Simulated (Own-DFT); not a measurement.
# What a defect does to the pressure of its cell: 4H SiC

Everything here is calculated. The program is Own-DFT (plane waves, in-house, since retired, never reviewed by a person); positions were held fixed, and spin and spin-orbit coupling were off.

Common settings: PBE; PseudoDojo norm-conserving scalar-relativistic files; cutoff 42 hartree; 4 x 4 x 3 k mesh centred on Gamma; Fermi-Dirac smearing of 0.1 eV.

Limits (not all hold for every row): some atoms lie very close together; not probed for a lower state with spin; forces on such cells failed a check on a denser k mesh; forces on such cells passed a denser k mesh, each cell not checked; stress not checked against mesh or cutoff.

All runs share one cell, with vectors in Å (9.248, 0.000, 0.000); (-4.624, 8.009, 0.000); (0.000, 0.000, 10.068) and a volume of 745.7 Å³. Atoms were moved at random from their sites; u is the rms move along one axis. The defect's site can differ from row to row.

```
cell,formula,u (Å),P (GPa)
no defect,C36Si36,0.0292,3.71
no defect,C36Si36,0.0307,3.81
no defect,C36Si36,0.0566,5.85
one C vacancy,C35Si36,0.0290,3.59
one C vacancy,C35Si36,0.0303,3.49
one C vacancy,C35Si36,0.0464,4.92
one Al on a Si site and one N on a C site,AlC35NSi35,0.0458,5.07
one Al on a Si site and one N on a C site,AlC35NSi35,0.0478,5.22
one Al on a Si site and one N on a C site,AlC35NSi35,0.0510,5.28
one Al on a Si site and one N on a C site,AlC35NSi35,0.0513,?
two N on a C site each,C34N2Si36,0.0294,2.57
two N on a C site each,C34N2Si36,0.0299,2.90
two N on a C site each,C34N2Si36,0.0519,4.19
one Si on a C site,C35Si37,0.0470,11.67
one Si on a C site,C35Si37,0.0492,11.67
one Si on a C site,C35Si37,0.0511,11.88
```

## Working it out

P = P0 + c u² + a shift for each defect gives P0 = 2.98 GPa, c = 884 ± 53 GPa/Å² and a scatter of 0.14 GPa. The shifts, and each times the cell's volume:

- one Si on a C site: 6.62 ± 0.12 GPa, 30.8 eV
- one Al on a Si site and one N on a C site: 0.15 ± 0.12 GPa, 0.7 eV (not resolved)
- one C vacancy: -0.14 ± 0.12 GPa, -0.6 eV (not resolved)
- two N on a C site each: -1.08 ± 0.12 GPa, -5.0 eV (-2.5 eV for each of its 2 sites)

Against the defect-free cell, a freed cell would be larger where the shift is positive and smaller where it is negative (160.2 GPa Å³ is 1 eV). The atoms around the defects weren't relaxed, which would change these numbers.

## Check

The question: what pressure belongs in the blank (one Al on a Si site and one N on a C site, u = 0.0513 Å)?

The fit gives 5.46 ± 0.16 GPa. The calculation gave 5.63 GPa.
